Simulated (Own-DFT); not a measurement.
# What random displacements cost in 3C SiC, 64 atoms (C32Si32)

These are calculations, not measurements. The program, named Own-DFT, is a retired in-house plane-wave density functional code that no person has reviewed. Each row is one single-point run on a periodic cell that was not relaxed, without spin or spin-orbit coupling.

Settings of every run: PBE; PseudoDojo norm-conserving scalar-relativistic files; cutoff 42 hartree; 4 x 4 x 4 k mesh centred on Gamma; Fermi-Dirac smearing of 0.1 eV.

Known limits, some of them of some rows only: some atoms lie very close together; forces on such cells passed a denser k mesh, each cell not checked; stress not checked against mesh or cutoff.

Cell vectors in Å: (8.719, 0.000, 0.000); (0.000, 8.719, 0.000); (0.000, 0.000, 8.719). In each run every atom was moved at random and independently from its ideal site; u is the rms move along one axis. E is the free energy for each atom above the fitted value at u = 0, and F the rms of the force components.

```
run,u (Å),E (meV/atom),F (eV/Å),largest force (eV/Å),P (GPa)
1,0.0293,31.1,0.851,3.10,3.75
2,0.0297,34.8,0.944,4.59,3.80
3,0.0305,34.1,0.883,3.46,3.84
4,0.0548,?,?,?,?
5,0.0577,130.1,1.839,7.33,6.13
6,0.0604,127.8,1.688,5.55,6.13
7,0.0987,397.4,3.796,20.95,12.67
8,0.1060,387.4,3.234,14.94,12.17
9,0.1446,759.0,5.177,30.37,19.55
```

## Worked fit

For small independent moves the energy grows as E = (3/2) K u², with K the mean stiffness felt by one atom. The runs with u up to 0.11 Å give K = 24.9 ± 1.0 eV/Å², with residuals divided by u² + 0.0006 Å², since the noise grows with the moves. The scatter is 7.1 meV/atom at u = 0.05 Å. The forces follow F = G u with G = 31.4 eV/Å²; no force at u = 0 is resolved. G exceeds K because the moves of its neighbours add to the force on an atom, and stiffness differs between atoms. At u = 0.145 Å the parabola gives 782 meV/atom and the run 759. The pressure follows P = 3.05 + 887 u² GPa: at fixed volume, shortened bonds push harder than stretched ones pull.

## Withheld run

Question: what energy and rms force should run 4 give?

The fit gives 112 ± 10 meV/atom and about 1.72 eV/Å. The calculation gave 93.9 meV/atom and 1.401 eV/Å. This run lies off the fit, by chance or by something that the fit leaves out.
